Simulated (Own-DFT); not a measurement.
# Point defects and the pressure they add: hexagonal WC

No measurement is shown. These are fixed-geometry runs of a retired plane-wave code named Own-DFT, which no person has reviewed; spin and spin-orbit coupling are neglected.

All runs used: PBE; PseudoDojo norm-conserving scalar-relativistic files; cutoff 50 hartree; 4 x 4 x 4 k mesh centred on Gamma; cold (Marzari-Vanderbilt) smearing of 0.2 eV.

Caveats: forces on such cells moved up to 12 meV/angstrom on a denser k mesh; stress not checked against mesh or cutoff.

All runs share one cell, with vectors in Å (5.833, -5.052, -2.839); (0.000, -5.052, 8.518); (-5.833, -5.052, -2.839) and a volume of 669.4 Å³. Atoms were moved at random from their sites; u is the rms move along one axis. The defect's site can differ from row to row.

| cell | formula | u (Å) | P (GPa) |
|---|---|---|---|
| no defect | C32W32 | 0.0187 | 3.25 |
| no defect | C32W32 | 0.0495 | 6.76 |
| no defect | C32W32 | 0.0508 | 7.14 |
| one C on a W site | C33W31 | 0.0282 | 2.54 |
| one C on a W site | C33W31 | 0.0496 | 4.79 |
| one C on a W site | C33W31 | 0.0545 | 5.54 |
| one W on a C site | C31W33 | 0.0289 | ? |
| one W on a C site | C31W33 | 0.0290 | 16.01 |
| one W on a C site | C31W33 | 0.0304 | 16.27 |
| one W on a C site | C31W33 | 0.0310 | 15.80 |
| one C vacancy | C31W32 | 0.0282 | 2.99 |
| one C vacancy | C31W32 | 0.0302 | 3.24 |
| one C vacancy | C31W32 | 0.0533 | 5.98 |
| one W vacancy | C32W31 | 0.0317 | 2.39 |
| one W vacancy | C32W31 | 0.0466 | 4.04 |
| one W vacancy | C32W31 | 0.0467 | 3.44 |

## Analysis

P = P0 + c u² + a shift for each defect gives P0 = 3.06 GPa, c = 1483 ± 88 GPa/Å² and a scatter of 0.27 GPa. The shifts, and each times the cell's volume:

- one W on a C site: 11.62 ± 0.23 GPa, 48.6 eV
- one C vacancy: -1.23 ± 0.22 GPa, -5.1 eV
- one C on a W site: -1.84 ± 0.22 GPa, -7.7 eV
- one W vacancy: -2.41 ± 0.22 GPa, -10.1 eV

A positive shift means that the defect pushes the cell outwards. Shift times volume (160.2 GPa Å³ is 1 eV) depends little on the cell's size, so, taken for each site, it can be compared between cells at like pressure. The atoms around the defects weren't relaxed, which would change these numbers.

## Prediction

Q: what pressure belongs in the blank (one W on a C site, u = 0.0289 Å)?

The fitted form gives 15.92 ± 0.31 GPa. Computed: 16.12 GPa.
